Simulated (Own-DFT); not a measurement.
# Point defects and the pressure they add: zincblende InP

Everything here is calculated. The program is Own-DFT (plane waves, in-house, since retired, never reviewed by a person); positions were held fixed, and spin and spin-orbit coupling were off.

Settings: PBE; PseudoDojo norm-conserving scalar-relativistic files; cutoff 36 hartree; 2 x 3 x 3 k mesh centred on Gamma; Fermi-Dirac smearing of 0.1 eV.

Known weak points (not all hold for every row): not probed for a lower state with spin; forces on such cells failed a check on a denser k mesh; forces not confirmed at this smearing and k mesh; stress not checked against mesh or cutoff.

All runs share one cell, with vectors in Å (17.606, 0.000, 0.000); (0.000, 11.737, 0.000); (0.000, 0.000, 11.737) and a volume of 2425.5 Å³. u is the rms random offset of the atoms per axis. The defect's site can differ from row to row.

```
cell,formula,u (Å),P (GPa)
no defect,In48P48,0.0186,3.19
no defect,In48P48,0.0197,3.19
no defect,In48P48,0.0496,3.60
one P on an In site,In47P49,0.0294,3.14
one P on an In site,In47P49,0.0296,3.18
one P on an In site,In47P49,0.0511,3.51
one In on a P site and one P on an In site,In48P48,0.0313,3.54
one In on a P site and one P on an In site,In48P48,0.0494,3.73
one In on a P site and one P on an In site,In48P48,0.0537,3.95
one In on a P site,In49P47,0.0296,3.91
one In on a P site,In49P47,0.0481,4.16
one In on a P site,In49P47,0.0519,4.13
two P on an In site each,In46P50,0.0299,2.98
two P on an In site each,In46P50,0.0306,?
two P on an In site each,In46P50,0.0471,3.27
two P on an In site each,In46P50,0.0497,3.30
```

## What the rows give

P = P0 + c u² + a shift for each defect gives P0 = 3.13 GPa, c = 187 ± 15 GPa/Å² and a scatter of 0.05 GPa. The shifts, and each times the cell's volume:

- one In on a P site: 0.57 ± 0.04 GPa, 8.6 eV
- one In on a P site and one P on an In site: 0.22 ± 0.04 GPa, 3.3 eV
- one P on an In site: -0.12 ± 0.04 GPa, -1.8 eV
- two P on an In site each: -0.29 ± 0.04 GPa, -4.4 eV (-2.2 eV for each of its 2 sites)

Positive is outwards. The product with the volume (160.2 GPa Å³ to the eV) is nearly free of the cell's size; divided by the bulk modulus at the cell's pressure it gives the volume that the defect adds. The atoms around the defects weren't relaxed, which would change these numbers.

## Prediction

Asked: what pressure belongs in the blank (two P on an In site each, u = 0.0306 Å)?

The fit gives 3.01 ± 0.06 GPa. The calculation gave 3.01 GPa.
